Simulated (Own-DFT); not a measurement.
# Which arrangement is lower? Al2C36Si34, 72 atoms

These are calculations, not measurements. They come from Own-DFT, an in-house plane-wave density functional program, since retired, whose code no person has reviewed. Each row is one single-point run on a periodic cell that was not relaxed, without spin or spin-orbit coupling.

Settings of every run: PBE; PseudoDojo norm-conserving scalar-relativistic files; cutoff 42 hartree; 4 x 4 x 3 k mesh centred on Gamma; Fermi-Dirac smearing of 0.1 eV.

Known limits: not probed for a lower state with spin; forces on such cells passed a denser k mesh, each cell not checked; stress not checked against mesh or cutoff.

All cells hold the same atoms in the same cell, with vectors in Å (9.248, 0.000, 0.000); (-4.624, 8.009, 0.000); (0.000, 0.000, 10.068). Every atom was moved at random from its ideal site; u is the rms move along one axis. The defect's site can differ from row to row. E is the free energy of the cell above the lowest run. The arrangements:

- A: 4H SiC, with two Al on a Si site each, 3.1 Å apart
- B: 2H SiC, with two Al on a Si site each, 3.1 Å apart

| arrangement | u (Å) | E (eV) | P (GPa) |
|---|---|---|---|
| A | 0.0296 | 0.054 | 5.76 |
| A | 0.0303 | 0.000 | 5.66 |
| A | 0.0320 | 0.619 | 5.96 |
| A | 0.0475 | 4.096 | 7.01 |
| A | 0.0492 | 4.362 | 7.15 |
| A | 0.0519 | 4.660 | 7.18 |
| B | 0.0302 | 0.940 | 6.08 |
| B | 0.0307 | 0.818 | 5.99 |
| B | 0.0336 | 1.185 | 6.11 |
| B | 0.0472 | 3.436 | 7.00 |
| B | 0.0480 | 3.865 | 7.12 |
| B | 0.0511 | 4.819 | 7.43 |

Question: once the cost of the random moves is taken out, how do the arrangements rank?

## Worked answer

Fit E = a + b u², with one b for all and one a for each arrangement, and with residuals divided by u², since the noise grows with the moves. Then b = 2482 eV/Å², the scatter at u = 0.04 Å is 0.30 eV, and against A:

- B: 0.54 ± 0.14 eV (higher)

These are energies of unrelaxed cells. Relaxing the atoms lowers the strained arrangements most, so the gaps would shrink and small ones could change sign.
